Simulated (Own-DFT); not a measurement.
## Calculated data, Hf36O71 (tetragonal hafnia with one neutral oxygen vacancy, atoms displaced)

All values are calculated (Own-DFT development build). A calculation, not a measurement: plane-wave PBE and HSE06 DFT by an unreviewed code, no spin, of a simulated cell at Gamma alone, so results move with cell size and shape, stress positive in tension, energies less offsets, not probed for a lower state with spin; hafnium file: forces about 75 meV/angstrom off all-electron values; oxygen file: force components 24 meV/angstrom off all-electron in a glass; k mesh not checked against a denser one; forces and stress are PBE's, HSE06 gives the energy alone, and its difference from PBE has offsets of its own; offsets are fitted by least squares, one for each functional and potential file, so energies compare only between cells with the same atoms and settings and are not formation energies; the far tail of each file's local potential was reset to the Coulomb form; each entry is a single point on an unrelaxed cell, so the pressure reflects the starting lattice, taken from the Materials Project, from which strain is counted, and rises with the displacements; printed positions are rounded, which can move forces by about a meV/angstrom; the program is a retired in-house code; no spin-orbit coupling.

```xyz
107
Lattice="10.7800 0.0000 0.0000 0.0000 10.7800 0.0000 0.0000 0.0000 10.4493" Properties=species:S:1:pos:R:3:force_x:R:1:force_y:R:1:force_z:R:1 formula=Hf36O71 first_functional=PBE second_functional=HSE06 exact_exchange_share=0.25 screening=0.11 exchange_divergence=Gygi-Baldereschi potential_files=PseudoDojo_norm-conserving,scalar-relativistic,made_for_PBE,standard_set wave_cutoff=48 occupations=fixed k_mesh=1_x_1_x_1_centred_on_Gamma PBE_energy_of_cell_above_offsets=-97.387 HSE06_less_PBE_above_offsets=0.053 PBE_pressure=1.82 PBE_stress_xx=-1.57 PBE_stress_yy=-1.66 PBE_stress_zz=-2.24 PBE_stress_yz=-0.56 PBE_stress_xz=-0.52 PBE_stress_xy=0.04
Hf     0.0314    10.6684     0.0247     -0.595      2.034     -1.322
Hf     1.8459     1.8236     2.6348     -1.025      0.963     -0.696
O      0.0385     1.8607     1.5918     -0.824      0.034      0.996
O      1.8805     0.0475     3.6077     -0.143     -1.455      0.534
O     10.7772     1.7639     4.2367     -0.109      1.438     -0.885
O      1.7332     0.0002     1.0031      2.644      0.004      0.851
Hf     0.0751     0.0324     5.1721     -1.074     -0.013      1.043
Hf     1.8554     1.8481     7.7909     -2.419     -0.867      1.795
O      0.0337     1.9077     6.7225     -0.317      0.216      1.088
O      1.7836     0.0207     8.9048      0.347     -0.203     -1.243
O     10.6908     1.7904     9.4124      0.232      0.514      0.353
O      1.7667    10.7254     6.2525      1.515      0.465     -0.241
Hf    10.7651     3.6529     0.0138      0.341      -3.65      0.527
Hf     1.7006     5.4016     2.6045      2.107     -1.852     -0.554
O     10.7584     5.3543     1.4848     -0.935      1.044      1.107
O      1.8891     3.6167     3.6168     -0.617      0.172     -0.036
O      0.0393     5.3331     4.2311      0.076      1.973     -0.455
O      1.7239     3.6687     1.0668       0.34     -0.509     -0.476
Hf    10.7535     3.6502     5.2766     -0.339     -2.208      0.198
Hf     1.7924     5.4090     7.8559      0.752     -1.266       0.69
O     10.7512     5.3166     6.8626      1.042      0.171     -0.781
O      1.8279     3.5867     8.9620     -0.593      0.464     -1.655
O     10.7746     5.3258     9.4375     -0.158      2.164     -0.934
O      1.8312     3.5473     6.1505     -0.951      0.278      1.602
Hf    10.7567     7.1039     0.0815      0.588      1.616     -0.837
Hf     1.8167     8.9351     2.6820     -0.437       1.51     -1.522
O      0.0604     9.0348     1.5230     -0.545     -1.493      1.467
O      1.8481     7.1838     3.6513     -0.257     -0.213      0.783
O      0.0370     8.9737     4.1735      0.232     -0.487      0.097
O      1.8577     7.1434     1.0714     -2.238      0.263     -0.371
Hf     0.0124     7.2056     5.2080      -0.47      0.217     -0.048
Hf     1.7548     8.9417     7.8182      0.263      2.427      0.845
O      0.0605     9.0240     6.8072     -1.827     -1.016     -0.382
O      1.7923     7.1978     8.8015      0.045     -0.911      1.003
O     10.7575     8.9971     9.4241      0.316     -2.327     -0.408
O      1.7791     7.2495     6.2523       0.02     -0.524     -0.099
Hf     3.6139    10.7189     0.0311     -1.724      0.976     -0.789
Hf     5.3602     1.8029     2.6401      1.033      1.096      0.173
O      3.5826     1.8676     1.5959      0.354     -0.778     -0.461
O      5.3663     0.0223     3.7064      0.202     -0.816     -0.933
O      3.5450     1.8641     4.1888      0.385     -2.118      0.512
O      5.3978    10.6841     0.9953     -0.299     -0.012      0.689
Hf     3.6261    10.7285     5.2080     -0.533       1.18     -0.228
Hf     5.3763     1.7983     7.8594      1.358      0.515     -0.156
O      3.6141     1.8214     6.9187      0.294     -0.074     -1.788
O      5.3295     0.0180     8.8807      0.553     -0.246     -0.265
O      3.5480     1.8544     9.4038      0.379     -2.455      0.129
O      5.4052     0.0502     6.2082      0.109     -0.547      0.911
Hf     3.5458     3.5135    10.4194      0.022       1.89      2.049
Hf     5.3862     5.3600     2.5765     -2.049     -1.966     -0.304
O      3.4754     5.3143     1.5683      1.067      0.937      0.958
O      5.3936     3.5620     3.6524      0.239      0.313     -0.334
O      3.6970     5.3404     4.2395     -0.645      0.836      0.716
O      5.3503     3.6812     1.1011      0.894     -0.659     -1.441
Hf     3.5924     3.5119     5.2792      1.433      1.853      -1.48
Hf     5.3609     5.3540     7.8360      0.414      0.582      0.629
O      3.5342     5.3202     6.8219      0.208      0.634      0.191
O      5.3358     3.5614     8.9258      0.449      0.076     -0.778
O      3.6035     5.3133     9.4610     -0.278      1.719     -0.602
O      5.4859     3.5639     6.1960     -1.645      0.192      1.173
Hf     3.5484     7.2027     0.0030      1.685     -1.065     -0.069
Hf     5.4177     8.8927     2.6191     -1.351     -0.003      0.237
O      3.5938     8.8686     1.5945     -0.044      0.862      0.327
O      5.3726     7.0518     3.5851      0.362      2.906      1.064
O      3.6787     9.0186     4.1992     -0.418     -1.442     -0.054
O      5.3745     7.1966     1.0942      0.338      0.308     -0.981
Hf     3.5520     7.1582     5.2277      1.468     -1.201     -0.651
Hf     5.3485     8.9873     7.7372     -0.036     -1.008       2.49
O      3.6580     9.0227     6.8181     -2.037       0.17     -0.855
O      5.3754     7.2045     8.8998      -0.27      0.411     -0.695
O      3.5747     9.0094     9.4315     -0.069     -0.677      0.037
O      5.3518     7.2313     6.2700      0.229     -0.094      -0.72
Hf     7.1275    10.7540    10.4095      1.988      1.791      0.444
Hf     9.0220     1.8235     2.6542      0.089     -0.845     -1.564
O      7.1629     1.8095     1.5736      0.028     -0.526      0.128
O      9.0432    10.7585     3.6336     -0.781     -0.139      0.058
O      7.0976     1.8426     4.2352      1.068     -1.602     -0.273
O      9.0506    10.7371     1.0056      -1.99     -0.068      0.407
Hf     7.1940    10.7112     5.2695      0.856      3.209     -0.174
Hf     8.9747     1.8116     7.8858      1.203     -1.818     -1.038
O      7.1805     1.8227     6.7736       0.45      -0.14      0.595
O      9.0125    10.7727     8.8241     -0.999     -0.732     -0.247
O      7.2177     1.8530     9.3255     -0.415     -1.331       0.63
O      9.0721     0.0723     6.2872      -1.22     -1.022     -0.987
Hf     7.1748     3.5820    10.3323     -1.053      0.643       1.63
Hf     8.9254     5.3505     2.5997     -0.652     -0.182     -0.478
O      7.1518     5.4357     1.6022      1.256      0.294     -0.415
O      9.0020     3.6106     3.5984       0.18     -0.294      0.838
O      7.2448     5.3954     4.2065      0.292      0.314     -0.145
O      8.9105     3.5866     1.0051      0.322       0.49     -0.154
Hf     7.2295     3.6015     5.2070     -0.054     -0.101      0.636
Hf     9.0410     5.3793     7.8808      -2.37     -0.595     -0.569
O      7.1285     5.4010     6.8385      1.268     -0.023     -0.284
O      8.9885     3.5667     8.8069     -0.441      1.848       0.23
O      7.0973     5.4313     9.3405      0.634     -0.447      1.353
Hf     7.2145     7.2318     0.0344     -1.735      -1.33     -0.908
Hf     8.9192     8.9807     2.6204      2.512      0.965     -0.428
O      7.2127     8.9842     1.6587     -0.751     -0.198     -0.519
O      9.0266     7.1343     3.6079       0.03       0.85       0.51
O      7.1940     8.9610     4.2668      0.074      0.042      -0.94
O      8.9655     7.1915     1.0293      0.627      0.083      0.123
Hf     7.2653     7.2098     5.2131     -1.967     -2.536      0.547
Hf     8.9117     8.9363     7.7639      2.615      1.609      1.901
O      7.1589     8.9047     6.8836     -0.177      0.886     -1.452
O      8.9529     7.1689     8.8271      0.303      0.314       0.73
O      7.2323     9.0144     9.4968      -0.07     -0.718     -0.478
O      8.9356     7.2364     6.2746      1.819       0.04     -0.438
```

Units: screening in 1/bohr; wave_cutoff in hartree; PBE_energy_of_cell_above_offsets, HSE06_less_PBE_above_offsets in eV; PBE_pressure, PBE_stress_xx, PBE_stress_yy, PBE_stress_zz, PBE_stress_yz, PBE_stress_xz, PBE_stress_xy in GPa; force_x, force_y, force_z in eV/Å.
